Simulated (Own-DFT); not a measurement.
# Computed records: Al₃GaAs₄ (zincblende random alloy, strained, atoms displaced)

All values are calculated (Own-DFT development build). A calculation, not a measurement: plane-wave density functional theory by an unreviewed code, no spin, of a simulated periodic cell, stress positive in tension, run twice, with PBE and with PBEsol, both on files made for PBE, so the change isn't that of files made for PBEsol, forces on such cells passed a denser k mesh, this cell's mesh not checked; the far tail of each file's local potential was reset to the Coulomb form; each entry is a single point on an unrelaxed cell, so the pressure reflects the starting lattice, mostly measured values (interpolated for alloys), from which strain is counted, and rises with the displacements; printed positions are rounded, which can move forces by about a meV/angstrom; the program, named Own-DFT, is a retired in-house code; no spin-orbit coupling; stress was not checked against mesh or cutoff.

```cif
# cell vector a (Å): 11.5198 -0.1030 -0.1925
# cell vector b (Å): -0.1030 11.3810 0.1069
# cell vector c (Å): -0.1925 0.1069 11.3906
data_Al3GaAs4
_symmetry_space_group_name_H-M 'P 1'
_symmetry_Int_Tables_number 1
_cell_length_a 11.5219
_cell_length_b 11.3820
_cell_length_c 11.3927
_cell_angle_alpha 88.916
_cell_angle_beta 91.930
_cell_angle_gamma 91.040
_cell_volume 1492.72
loop_
_atom_site_label
_atom_site_type_symbol
_atom_site_fract_x
_atom_site_fract_y
_atom_site_fract_z
_atom_site_occupancy
Al1 Al 0.00106 0.00014 0.00577 1
Al2 Al 0.99981 0.25816 0.25079 1
Al3 Al 0.24621 0.99748 0.25309 1
Al4 Al 0.25706 0.24549 0.99629 1
As1 As 0.12719 0.11974 0.12953 1
As2 As 0.12009 0.38210 0.37821 1
As3 As 0.37884 0.13025 0.37229 1
As4 As 0.38149 0.37427 0.12696 1
Ga1 Ga 0.00412 0.99874 0.50230 1
Al5 Al 0.00300 0.25297 0.75197 1
Al6 Al 0.25221 0.99393 0.75049 1
Al7 Al 0.25412 0.24854 0.50016 1
As5 As 0.12389 0.12389 0.62655 1
As6 As 0.12497 0.37731 0.87611 1
As7 As 0.37215 0.12932 0.87025 1
As8 As 0.37911 0.37317 0.62781 1
Al8 Al 0.99815 0.49665 0.99720 1
Ga2 Ga 0.00269 0.75159 0.24523 1
Ga3 Ga 0.24556 0.50332 0.25239 1
Al9 Al 0.24960 0.75501 0.99612 1
As9 As 0.12522 0.63124 0.13162 1
As10 As 0.12500 0.87342 0.38109 1
As11 As 0.37828 0.62655 0.37692 1
As12 As 0.37198 0.87265 0.11586 1
Al10 Al 0.99148 0.49696 0.50372 1
Al11 Al 0.99999 0.75157 0.75287 1
Al12 Al 0.25536 0.50428 0.75124 1
Ga4 Ga 0.24262 0.74131 0.49404 1
As13 As 0.12481 0.62372 0.62507 1
As14 As 0.12899 0.87502 0.87771 1
As15 As 0.37400 0.62586 0.88148 1
As16 As 0.37202 0.86113 0.62232 1
Al13 Al 0.50365 0.99317 0.99485 1
Ga5 Ga 0.50452 0.25588 0.24683 1
Al14 Al 0.74322 0.00035 0.24489 1
Ga6 Ga 0.75194 0.25084 0.00201 1
As17 As 0.63185 0.13314 0.12409 1
As18 As 0.63612 0.37010 0.37315 1
As19 As 0.86880 0.12042 0.36361 1
As20 As 0.87127 0.37723 0.12709 1
Al15 Al 0.49937 0.00225 0.51126 1
Ga7 Ga 0.50328 0.24528 0.75320 1
Al16 Al 0.74967 0.99618 0.74958 1
Al17 Al 0.75128 0.24644 0.50568 1
As21 As 0.62960 0.12987 0.62868 1
As22 As 0.62151 0.37849 0.87866 1
As23 As 0.87670 0.12230 0.86944 1
As24 As 0.86746 0.37210 0.62212 1
Al18 Al 0.49532 0.49936 0.99426 1
Al19 Al 0.49835 0.75328 0.25150 1
Al20 Al 0.74549 0.50018 0.25565 1
Al21 Al 0.75752 0.74480 0.99978 1
As25 As 0.62945 0.62451 0.12891 1
As26 As 0.62983 0.87603 0.37724 1
As27 As 0.87203 0.62042 0.37512 1
As28 As 0.87896 0.87305 0.12405 1
Ga8 Ga 0.50457 0.50677 0.49745 1
Al22 Al 0.49984 0.74743 0.74882 1
Al23 Al 0.74810 0.50223 0.74565 1
Al24 Al 0.74790 0.74780 0.49515 1
As29 As 0.61736 0.62655 0.62470 1
As30 As 0.62001 0.87459 0.87934 1
As31 As 0.87550 0.62954 0.87688 1
As32 As 0.87943 0.87754 0.62160 1
_calc_functional 'PBE, then PBEsol'
_calc_potential_files 'PseudoDojo norm-conserving, scalar-relativistic, standard set'
_calc_wave_cutoff 42  # hartree
_calc_occupations 'Fermi-Dirac'
_calc_smearing_width 0.1  # eV
_calc_k_mesh '3 x 3 x 3 centred on Gamma'
_calc_PBE_pressure 1.13  # GPa
_calc_PBE_stress_xx -0.69  # GPa
_calc_PBE_stress_yy -1.39  # GPa
_calc_PBE_stress_zz -1.32  # GPa
_calc_PBE_stress_yz 1.31  # GPa
_calc_PBE_stress_xz -2.2  # GPa
_calc_PBE_stress_xy -1.02  # GPa
_calc_PBEsol_pressure -0.93  # GPa
_calc_PBEsol_stress_xx 1.38  # GPa
_calc_PBEsol_stress_yy 0.67  # GPa
_calc_PBEsol_stress_zz 0.74  # GPa
_calc_PBEsol_stress_yz 1.28  # GPa
_calc_PBEsol_stress_xz -2.14  # GPa
_calc_PBEsol_stress_xy -1  # GPa
_calc_rms_change_of_force_components_from_PBE_to_PBEsol 0.04  # eV/angstrom
```

Force:
```csv
force element,PBE force x (eV/Å),PBE force y (eV/Å),PBE force z (eV/Å),PBEsol force x (eV/Å),PBEsol force y (eV/Å),PBEsol force z (eV/Å)
Al,0.11,-0.062,-0.69,0.111,-0.061,-0.674
Al,0.042,-0.875,-0.149,0.041,-0.861,-0.148
Al,0.887,-0.28,0.018,0.872,-0.273,0.014
Al,-0.567,0.257,0.698,-0.557,0.254,0.689
As,-0.214,1.224,-0.244,-0.209,1.193,-0.24
As,0.357,-0.413,0.419,0.405,-0.345,0.356
As,-0.122,-0.498,0.29,-0.065,-0.437,0.231
As,-1.158,0.567,-0.413,-1.101,0.525,-0.308
Ga,-0.452,0.414,-0.737,-0.442,0.393,-0.695
Al,-0.253,-0.337,-0.401,-0.253,-0.332,-0.394
Al,0.087,-0.012,-0.499,0.083,-0.015,-0.493
Al,-0.314,0.13,-0.139,-0.305,0.13,-0.142
As,0.433,0.414,0.158,0.368,0.34,0.098
As,0.424,0.142,0.143,0.42,0.141,0.138
As,0.468,-0.986,0.291,0.525,-0.91,0.221
As,-0.084,0.524,-0.209,0.02,0.499,-0.191
Al,0.232,0.254,0.619,0.224,0.248,0.611
Ga,-0.255,-0.255,0.927,-0.244,-0.239,0.893
Ga,0.645,-0.36,-0.025,0.608,-0.324,-0.001
Al,-0.116,-1.189,0.355,-0.112,-1.167,0.35
As,-0.008,-0.367,-1.275,-0.011,-0.357,-1.133
As,-0.286,0.28,-0.577,-0.32,0.202,-0.51
As,-0.535,0.093,-0.436,-0.575,0.026,-0.367
As,0.438,0.772,1.232,0.426,0.753,1.201
Al,0.522,0.186,-0.133,0.517,0.188,-0.137
Al,0.354,-0.024,-0.407,0.352,-0.019,-0.403
Al,-0.142,-0.612,-0.253,-0.135,-0.598,-0.25
Ga,0.571,-0.177,0.201,0.547,-0.157,0.211
As,-0.581,-0.131,0.398,-0.508,-0.072,0.325
As,-0.892,0.566,-0.235,-0.875,0.558,-0.228
As,-0.202,0.614,-0.548,-0.2,0.606,-0.537
As,-0.147,1.106,0.166,-0.202,1.024,0.106
Al,-0.49,1.273,0.636,-0.484,1.253,0.623
Ga,0.361,-0.628,0.327,0.342,-0.588,0.322
Al,0.486,-0.718,-0.171,0.481,-0.708,-0.162
Ga,0.426,0.056,-0.817,0.39,0.071,-0.762
As,-1.313,-0.836,-0.272,-1.265,-0.701,-0.285
As,-1.077,0.326,0.85,-1.146,0.298,0.809
As,0.823,0.655,1.223,0.845,0.605,1.236
As,0.214,0.513,-0.065,0.145,0.442,-0.12
Al,-0.005,-0.31,-0.746,-0.006,-0.302,-0.735
Ga,0.16,0.496,-0.202,0.144,0.498,-0.192
Al,0.115,-0.267,-0.054,0.112,-0.256,-0.052
Al,0.213,-0.682,-1.295,0.206,-0.67,-1.27
As,-0.504,-0.551,0.326,-0.547,-0.489,0.379
As,0.484,-0.046,-0.375,0.477,-0.16,-0.373
As,-0.017,0.309,0.712,-0.058,0.339,0.735
As,0.639,0.466,1.064,0.622,0.459,1.042
Al,0.819,-0.035,0.987,0.807,-0.035,0.975
Al,0.379,-0.085,-0.432,0.375,-0.084,-0.427
Al,0.625,-0.162,-0.748,0.612,-0.156,-0.743
Al,-0.719,0.318,0.322,-0.707,0.309,0.321
As,-0.822,0.283,-0.47,-0.803,0.276,-0.462
As,-1.033,0.577,-0.076,-1.011,0.565,-0.072
As,0.31,0.83,0.089,0.346,0.848,0.046
As,-0.792,0.504,0.058,-0.708,0.429,0.115
Ga,-0.213,-1.506,-0.203,-0.221,-1.43,-0.174
Al,-0.114,-0.149,0.482,-0.117,-0.151,0.473
Al,-0.05,-0.209,0.365,-0.051,-0.212,0.356
Al,0.596,-0.263,0.498,0.586,-0.258,0.483
As,1.058,0.547,0.296,0.971,0.47,0.215
As,1.012,-0.567,-0.669,0.992,-0.559,-0.656
As,-0.004,-0.591,-0.598,-0.003,-0.577,-0.585
As,-0.809,-0.512,0.416,-0.728,-0.441,0.348
```
